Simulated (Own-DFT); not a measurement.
# What a defect does to the pressure of its cell: zincblende GaAs

Calculated, not measured: single-point runs of Own-DFT, a retired in-house plane-wave DFT program that no person has reviewed, on unrelaxed cells, without spin or spin-orbit coupling.

Common settings: PBE; PseudoDojo norm-conserving scalar-relativistic files; cutoff 42 hartree; 3 x 3 x 3 k mesh centred on Gamma; Fermi-Dirac smearing of 0.1 eV.

Caveats (not all hold for every row): not probed for a lower state with spin; forces on such cells failed a check on a denser k mesh; forces not confirmed at this smearing and k mesh; forces on such cells passed a denser k mesh, each cell not checked; stress not checked against mesh or cutoff.

All runs share one cell, with vectors in Å (11.307, 0.000, 0.000); (0.000, 11.307, 0.000); (0.000, 0.000, 11.307) and a volume of 1445.4 Å³. The atoms are randomly displaced, by u rms on each axis. The defect's site can differ from row to row.

| cell | formula | u (Å) | P (GPa) |
|---|---|---|---|
| no defect | As32Ga32 | 0.0207 | 3.51 |
| no defect | As32Ga32 | 0.0523 | 4.04 |
| no defect | As32Ga32 | 0.0553 | 4.01 |
| one Al on a Ga site | AlAs32Ga31 | 0.0500 | 3.94 |
| one Al on a Ga site | AlAs32Ga31 | 0.0500 | 4.02 |
| one Al on a Ga site | AlAs32Ga31 | 0.0528 | 3.98 |
| one P on an As site | As31Ga32P | 0.0263 | 3.32 |
| one P on an As site | As31Ga32P | 0.0292 | 3.36 |
| one P on an As site | As31Ga32P | 0.0299 | 3.36 |
| two As on a Ga site each | As34Ga30 | 0.0293 | 4.78 |
| two As on a Ga site each | As34Ga30 | 0.0298 | 4.82 |
| two As on a Ga site each | As34Ga30 | 0.0312 | 4.77 |
| two As vacancies | As30Ga32 | 0.0305 | 3.16 |
| two As vacancies | As30Ga32 | 0.0309 | 3.19 |
| two As vacancies | As30Ga32 | 0.0493 | ? |
| two As vacancies | As30Ga32 | 0.0534 | 3.57 |

## Working it out

P = P0 + c u² + a shift for each defect gives P0 = 3.44 GPa, c = 202 ± 14 GPa/Å² and a scatter of 0.04 GPa. The shifts, and each times the cell's volume:

- two As on a Ga site each: 1.17 ± 0.03 GPa, 10.5 eV (5.3 eV for each of its 2 sites)
- one Al on a Ga site: 0.02 ± 0.03 GPa, 0.2 eV (not resolved)
- one P on an As site: -0.25 ± 0.03 GPa, -2.3 eV
- two As vacancies: -0.45 ± 0.03 GPa, -4.0 eV (-2.0 eV for each of its 2 sites)

A positive shift means that the defect pushes the cell outwards. Shift times volume (160.2 GPa Å³ is 1 eV) depends little on the cell's size, so, taken for each site, it can be compared between cells at like pressure. The atoms around the defects weren't relaxed, which would change these numbers.

## The run left out

Question: what pressure belongs in the blank (two As vacancies, u = 0.0493 Å)?

The fit gives 3.48 ± 0.04 GPa. Computed: 3.50 GPa.
